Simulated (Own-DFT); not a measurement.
# A change of arrangement and its cost: As32Ga32, 64 atoms

These are calculations, not measurements. The program, named Own-DFT, is a retired in-house plane-wave density functional code that no person has reviewed. Each row is one single-point run on a periodic cell that was not relaxed, without spin or spin-orbit coupling.

Settings of every run: PBE; PseudoDojo norm-conserving scalar-relativistic files; cutoff 42 hartree; 3 x 3 x 3 k mesh centred on Gamma; Fermi-Dirac smearing of 0.1 eV.

Known limits, some of them of some rows only: not probed for a lower state with spin; forces on such cells failed a check on a denser k mesh; forces not confirmed at this smearing and k mesh; stress not checked against mesh or cutoff.

All cells hold the same atoms in the same cell, with vectors in Å (11.307, 0.000, 0.000); (0.000, 11.307, 0.000); (0.000, 0.000, 11.307). Every atom was moved at random from its ideal site; u is the rms move along one axis. The defect's site can differ from row to row. E is the free energy of the cell above the lowest run. The arrangements:

- A: zincblende GaAs
- B: zincblende GaAs, with one As on a Ga site and one Ga on an As site, 2.4 Å apart

| arrangement | u (Å) | E (eV) | P (GPa) |
|---|---|---|---|
| A | 0.0190 | 0.000 | 3.49 |
| A | 0.0198 | 0.084 | 3.51 |
| A | 0.0231 | 0.197 | 3.53 |
| A | 0.0461 | 2.100 | 3.91 |
| A | 0.0488 | 2.121 | 3.94 |
| A | 0.0506 | 2.122 | 3.91 |
| B | 0.0299 | 3.135 | 3.93 |
| B | 0.0307 | 3.087 | 3.93 |
| B | 0.0319 | 3.314 | 3.96 |
| B | 0.0475 | 4.561 | 4.24 |
| B | 0.0477 | 4.483 | 4.25 |
| B | 0.0498 | 4.608 | 4.26 |

Question: once the cost of the random moves is taken out, how do the arrangements rank?

## Worked answer

Fit E = a + b u², with one b for all and one a for each arrangement, and with residuals divided by u², since the noise grows with the moves. Then b = 1037 eV/Å², the scatter at u = 0.04 Å is 0.11 eV, and against A:

- B: 2.53 ± 0.05 eV (higher)

These are energies of unrelaxed cells. Relaxing the atoms lowers the strained arrangements most, so the gaps would shrink and small ones could change sign.
